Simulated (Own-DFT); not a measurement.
# Reading a pressure off an energy slope: monoclinic HfO2, 94 atoms (Hf32O62), with two O vacancies

These are calculations. Each geometry was run twice at fixed positions with Own-DFT, a retired in-house plane-wave program that no person has reviewed: with PBE, and with HSE06 (exact exchange share 0.25 at short range, screening 0.11 per bohr, Gygi-Baldereschi treatment of its divergence). Both used PseudoDojo norm-conserving files made for PBE, a cutoff of 48 hartree, the Gamma point alone, fixed occupations, a neutral cell and no spin. With Gamma alone and a thickness of 10.1 Å, finite-size errors remain in every number. The hafnium file keeps the 4f electrons in the core, and its forces lie about 75 meV/Å off all-electron values. The oxygen file's force components were 24 meV/Å off all-electron values in a glass.

Unstrained cell vectors in Å: (10.234, 0.000, 0.000); (0.000, 10.350, 0.000); (-1.696, 0.000, 10.445), volume V0 = 1106.4 Å³, from measured lattice constants. Each geometry has its own random strain of a few per cent, its own defect sites and random moves of rms u per axis. HSE06 gave the energy alone. D is its energy less that of PBE, over the lowest D shown. The PBE stress wasn't checked against mesh or cutoff.

```
run,V - V0 (Å³),u (Å),P with PBE (GPa),D (eV)
1,-29.3,0.0303,11.75,0.000
2,-17.2,0.0480,9.23,0.460
3,-18.1,0.0293,8.09,0.333
4,-3.1,0.0291,4.41,0.651
5,-15.7,0.0295,8.07,0.300
6,2.7,0.0335,3.30,0.856
7,-7.6,0.0293,5.06,0.591
8,45.4,0.0482,-3.97,2.015
9,9.4,0.0498,3.95,1.156
10,-10.1,0.0479,7.81,0.592
11,11.0,0.0309,1.40,1.067
12,4.2,0.0329,3.18,0.847
13,-12.6,0.0312,7.24,0.454
14,-12.3,0.0295,7.15,?
```

## Working it out

D = 0.68 + 0.0253 (V - V0) + 88 u² eV, with an error of 0.0005 on the volume slope, 15 on the last term and a scatter of 0.03 eV. Pressure is -dE/dV, and 1 eV/Å³ is 160.2 GPa, so HSE06 changes the pressure by -4.1 ± 0.1 GPa. With the ions held to the strained lattice, the PBE pressure falls by 252 ± 10 GPa per unit of volume strain; the shape of the strain isn't fitted, so the true error is larger, and a relaxed crystal would be softer. On that slope HSE06's volume at a given pressure is about 1.6 % smaller, or 0.5 % in lengths. At u = 0 and V0 the PBE pressure is 3.0 GPa, which puts the zero-pressure volume, against the measured cell and with the defects in, at +1.2 % for PBE and -0.4 % for HSE06, each good to a few tenths of a per cent.

## Withheld run

Question: what D should run 14 give?

Estimate: 0.44 eV, with rows scattering by 0.03. Computed: 0.423 eV.
